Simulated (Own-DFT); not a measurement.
# A change of arrangement and its cost: In48P48, 96 atoms

These are calculations, not measurements. They come from Own-DFT, an in-house plane-wave density functional program, since retired, whose code no person has reviewed. Each row is one single-point run on a periodic cell that was not relaxed, without spin or spin-orbit coupling.

Settings of every run: PBE; PseudoDojo norm-conserving scalar-relativistic files; cutoff 36 hartree; 2 x 3 x 3 k mesh centred on Gamma; Fermi-Dirac smearing of 0.1 eV.

Known limits, some of them of some rows only: not probed for a lower state with spin; forces on such cells failed a check on a denser k mesh; forces not confirmed at this smearing and k mesh; stress not checked against mesh or cutoff.

All cells hold the same atoms in the same cell, with vectors in Å (17.606, 0.000, 0.000); (0.000, 11.737, 0.000); (0.000, 0.000, 11.737). Every atom was moved at random from its ideal site; u is the rms move along one axis. The defect's site can differ from row to row. E is the free energy of the cell above the lowest run. The arrangements:

- A: zincblende InP
- B: zincblende InP, with one In on a P site and one P on an In site, 2.5 Å apart

| arrangement | u (Å) | E (eV) | P (GPa) |
|---|---|---|---|
| A | 0.0189 | 0.073 | 3.19 |
| A | 0.0189 | 0.000 | 3.18 |
| A | 0.0210 | 0.122 | 3.20 |
| A | 0.0503 | 3.272 | 3.59 |
| A | 0.0510 | 2.834 | 3.55 |
| A | 0.0528 | 3.762 | 3.70 |
| B | 0.0289 | 4.702 | 3.50 |
| B | 0.0297 | 4.766 | 3.52 |
| B | 0.0301 | 5.056 | 3.56 |
| B | 0.0501 | 6.949 | 3.80 |
| B | 0.0511 | 7.365 | 3.88 |
| B | 0.0522 | 7.459 | 3.86 |

Question: once the cost of the random moves is taken out, how do the arrangements rank?

## Worked answer

Fit E = a + b u², with one b for all and one a for each arrangement, and with residuals divided by u², since the noise grows with the moves. Then b = 1413 eV/Å², the scatter at u = 0.04 Å is 0.19 eV, and against A:

- B: 4.07 ± 0.07 eV (higher)

These are energies of unrelaxed cells. Relaxing the atoms lowers the strained arrangements most, so the gaps would shrink and small ones could change sign.
